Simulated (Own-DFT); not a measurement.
# Response to strain: wurtzite GaN, 72 atoms (Ga36N36)

All numbers below are calculated, not measured. They come from Own-DFT, an in-house plane-wave density functional program, since retired, whose code no person has reviewed. Each row is one single-point run on a periodic cell that was not relaxed, without spin or spin-orbit coupling.

Settings of every run: PBE; PseudoDojo norm-conserving scalar-relativistic files; cutoff 42 hartree; 4 x 4 x 3 k mesh centred on Gamma; Fermi-Dirac smearing of 0.1 eV.

Known limits: forces not confirmed at this smearing and k mesh; stress not checked against mesh or cutoff.

Unstrained cell vectors in Å: (9.567, 0.000, 0.000); (-4.784, 8.285, 0.000); (0.000, 0.000, 10.370). The unstrained cell has measured lattice constants (interpolated for alloys), not those of this functional. That, the random moves and any unrelaxed bonds set the pressure at no strain. Each run strains this cell uniformly, with the atoms carried along. Every atom was also moved at random, by a Gaussian of width 0.05 Å on each axis. Strain is the symmetric tensor, in per cent. Stress is positive in tension, and the pressure is minus a third of its trace.

| run | e_xx (%) | e_yy (%) | e_zz (%) | e_yz (%) | e_xz (%) | e_xy (%) | s_xx (GPa) | s_yy (GPa) | s_zz (GPa) | s_yz (GPa) | s_xz (GPa) | s_xy (GPa) | P (GPa) | E (meV/atom) |
|---|---|---|---|---|---|---|---|---|---|---|---|---|---|---|
| 1 | -0.31 | 1.37 | 0.40 | -0.13 | 0.04 | 1.77 | -6.78 | -3.10 | -4.30 | -0.99 | 0.42 | 5.00 | 4.73 | 5.1 |
| 2 | -0.38 | -0.55 | -1.80 | 0.89 | -0.18 | -0.06 | -12.35 | -10.77 | -16.90 | 3.36 | -1.58 | 1.26 | 13.34 | 26.0 |
| 3 | -1.60 | -0.72 | -0.62 | 0.67 | 0.78 | 0.84 | -15.77 | -11.32 | -14.73 | 1.38 | 1.30 | 2.07 | 13.94 | 32.4 |
| 4 | -1.28 | 1.67 | 1.68 | -1.08 | 0.65 | -1.49 | -8.89 | -2.17 | -0.73 | -2.03 | 1.35 | -4.94 | 3.93 | 11.5 |
| 5 | 0.55 | -0.04 | 1.08 | 1.59 | -0.94 | 0.80 | -5.15 | -5.72 | -3.69 | 4.20 | -1.62 | 2.94 | 4.85 | 9.3 |
| 6 | -0.92 | -0.49 | -1.15 | 1.85 | 1.55 | -1.91 | -14.76 | -13.32 | -13.22 | 4.84 | 3.12 | -6.66 | 13.77 | 53.3 |
| 7 | -0.01 | 1.34 | -1.77 | 0.93 | 1.89 | -1.97 | -7.48 | -3.59 | -15.24 | 2.34 | 3.59 | -6.75 | 8.77 | 22.2 |
| 8 | -0.50 | -0.52 | 1.38 | -0.59 | 0.57 | -0.98 | -10.18 | -8.47 | -2.56 | -1.40 | 0.80 | -2.65 | 7.07 | 10.8 |
| 9 | -1.34 | 1.06 | -0.98 | 0.39 | 0.51 | -1.33 | -13.23 | -5.66 | -13.40 | 1.05 | 0.49 | -5.29 | 10.76 | 33.9 |
| 10 | 0.66 | 1.07 | -1.06 | -1.22 | -1.19 | -1.99 | -5.52 | -2.53 | -11.58 | -2.38 | -2.66 | -5.51 | 6.54 | 14.8 |
| 11 | 1.60 | -0.95 | -0.91 | -1.91 | -1.72 | -1.64 | -2.80 | -12.03 | -11.21 | -3.56 | -4.02 | -5.26 | 8.68 | 32.5 |
| 12 | -0.02 | -0.01 | 0.14 | -0.20 | 0.73 | 0.97 | -6.71 | -8.97 | -6.70 | 0.05 | 1.16 | 2.61 | 7.46 | 8.1 |
| 13 | 0.46 | -0.09 | -0.70 | -0.64 | 1.43 | 0.09 | -7.66 | -6.34 | -11.71 | -1.35 | 4.11 | -0.28 | 8.57 | 21.2 |
| 14 | -0.70 | 0.58 | -1.23 | 1.43 | 0.30 | -0.54 | -11.04 | -7.24 | -13.62 | 2.73 | 0.61 | -1.42 | 10.63 | 25.3 |
| 15 | 0.33 | 1.11 | 0.89 | -1.20 | -1.84 | 1.35 | -2.77 | -1.97 | -4.52 | -2.85 | -3.92 | 2.76 | 3.09 | 0.0 |
| 16 | 1.01 | -1.94 | 1.86 | -1.82 | 1.42 | 0.08 | ? | ? | ? | ? | ? | ? | ? | ? |

E is the free energy for each atom above the lowest run shown.

## Worked fit

Each stress component was fitted by least squares to a constant and the strains of the runs shown, as fractions, with shears doubled. Shear strains stay in the fit of a normal stress only where such slopes are resolved. The slopes, in GPa:

| stress | at no strain | per e_xx | per e_yy | per e_zz | scatter |
|---|---|---|---|---|---|
| s_xx | -7.9 | 428 ± 25 | 158 ± 25 | 108 ± 19 | 0.81 |
| s_yy | -7.7 | 103 ± 39 | 388 ± 39 | 70 ± 30 | 1.25 |
| s_zz | -8.3 | 95 ± 31 | 78 ± 31 | 438 ± 24 | 1.00 |

Each shear stress against twice its own strain: yz 117 ± 8, xz 118 ± 8, xy 149 ± 10 GPa. These are stiffnesses along x, y and z of the frame in which the cell vectors are given, which need not be the crystal's axes. The atoms are held to the strained lattice; where symmetry lets them move under strain, relaxing them would lower some slopes. The table should be nearly symmetric about its diagonal, and what it lacks of that shows the noise. A ninth of its sum, 207 ± 4 GPa, estimates the bulk modulus near the mean pressure of these runs, 8.4 GPa, so it lies above the value at zero pressure.

## Withheld run

Question: what normal stresses and pressure should run 16 give?

The fit gives s_xx = -4.7, s_yy = -12.9, s_zz = -0.7 and P = 6.1 GPa. The calculation gave -4.86, -12.38, -0.60 and P = 5.95 GPa.
